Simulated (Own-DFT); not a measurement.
# How strain changes the stress of 4H SiC, 72 atoms (C36Si36)

Calculated results; nothing here was measured. The program, named Own-DFT, is a retired in-house plane-wave density functional code that no person has reviewed. Each row is one single-point run on a periodic cell that was not relaxed, without spin or spin-orbit coupling.

Settings of every run: PBE; PseudoDojo norm-conserving scalar-relativistic files; cutoff 42 hartree; 4 x 4 x 3 k mesh centred on Gamma; Fermi-Dirac smearing of 0.1 eV.

Known limits: forces on such cells passed a denser k mesh, each cell not checked; stress not checked against mesh or cutoff.

Unstrained cell vectors in Å: (9.248, 0.000, 0.000); (-4.624, 8.009, 0.000); (0.000, 0.000, 10.068). The unstrained cell has measured lattice constants (interpolated for alloys), not those of this functional. That, the random moves and any unrelaxed bonds set the pressure at no strain. Each run strains this cell uniformly, with the atoms carried along. Every atom was also moved at random, by a Gaussian of width 0.05 Å on each axis. Strain is the symmetric tensor, in per cent. Stress is positive in tension, and the pressure is minus a third of its trace.

```
run,e_xx (%),e_yy (%),e_zz (%),e_yz (%),e_xz (%),e_xy (%),s_xx (GPa),s_yy (GPa),s_zz (GPa),s_yz (GPa),s_xz (GPa),s_xy (GPa),P (GPa),E (meV/atom)
1,0.86,-1.29,1.64,-1.05,0.15,-1.73,0.93,-10.18,0.58,-3.93,0.27,-6.94,2.89,16.5
2,0.86,-1.37,-1.33,1.02,1.28,-0.22,-1.88,-12.31,-15.70,3.21,4.10,-0.08,9.96,25.7
3,0.42,1.04,1.84,-0.51,0.43,1.42,-0.07,1.80,3.25,-1.58,1.63,6.39,-1.66,4.3
4,-0.40,0.63,0.40,1.69,-1.98,-1.17,-5.60,-1.06,-3.50,5.21,-5.65,-3.80,3.39,0.0
5,-0.29,-0.48,0.04,-1.49,0.46,0.49,-5.27,-9.22,-7.45,-5.34,2.10,3.36,7.31,7.7
6,-1.87,-1.44,-0.30,0.95,-0.98,1.18,-18.19,-16.23,-9.49,3.60,-3.92,7.73,14.64,34.4
7,0.58,-0.36,-1.66,-1.34,-1.25,0.37,-1.18,-5.97,-20.89,-4.30,-4.01,1.18,9.35,34.7
8,1.47,-1.87,1.28,1.64,1.23,-0.84,1.66,-12.92,0.39,3.79,3.77,-3.93,3.62,24.1
9,0.71,1.35,1.87,1.93,-1.89,-1.49,-0.93,3.10,4.94,6.79,-6.70,-5.00,-2.37,30.7
10,0.14,0.79,1.90,-0.09,-1.55,1.19,-2.48,0.30,3.82,-0.28,-4.95,4.89,-0.55,12.0
11,0.42,-1.76,-0.53,-0.91,1.55,0.00,-4.13,-14.69,-10.83,-2.42,5.28,-0.25,9.88,20.0
12,1.80,-0.59,-0.03,-1.03,-0.58,-1.16,3.68,-6.70,-5.48,-3.24,-2.15,-6.66,2.83,5.7
13,-1.46,1.14,1.39,0.68,-0.88,-1.46,-12.05,0.34,2.80,2.16,-2.86,-6.43,2.97,0.9
14,0.05,-1.79,1.07,0.67,-1.35,-0.23,-4.09,-13.97,-2.36,2.74,-5.45,-0.76,6.81,9.2
15,0.71,-0.07,1.68,-1.29,1.61,-0.84,-1.34,-4.51,4.03,-3.42,5.96,-3.79,0.61,8.5
16,0.76,0.10,0.13,-1.95,-1.35,0.04,-0.21,-3.67,-6.25,-6.02,-4.89,-0.39,3.38,14.5
17,-1.45,-0.37,0.48,0.38,0.84,-0.61,?,?,?,?,?,?,?,?
```

E is the free energy for each atom above the lowest run shown.

## Worked fit

Each stress component was fitted by least squares to a constant and the strains of the runs shown, as fractions, with shears doubled. Shear strains stay in the fit of a normal stress only where such slopes are resolved. The slopes, in GPa:

| stress | at no strain | per e_xx | per e_yy | per e_zz | scatter |
|---|---|---|---|---|---|
| s_xx | -4.8 | 559 ± 35 | 74 ± 32 | 29 ± 31 | 1.25 |
| s_yy | -5.1 | 123 ± 19 | 554 ± 18 | 33 ± 17 | 0.69 |
| s_zz | -7.4 | 1 ± 40 | 42 ± 38 | 624 ± 36 | 1.46 |

Each shear stress against twice its own strain: yz 156 ± 8, xz 177 ± 6, xy 222 ± 13 GPa. These are stiffnesses along x, y and z of the frame in which the cell vectors are given, which need not be the crystal's axes. The atoms are held to the strained lattice; where symmetry lets them move under strain, relaxing them would lower some slopes. The table should be nearly symmetric about its diagonal, and what it lacks of that shows the noise. A ninth of its sum, 227 ± 5 GPa, estimates the bulk modulus near the mean pressure of these runs, 4.6 GPa, so it lies above the value at zero pressure.

## Withheld run

Question: what normal stresses and pressure should run 17 give?

The fit gives s_xx = -13.0, s_yy = -8.8, s_zz = -4.6 and P = 8.8 GPa. The calculation gave -13.06, -7.05, -5.73 and P = 8.61 GPa.
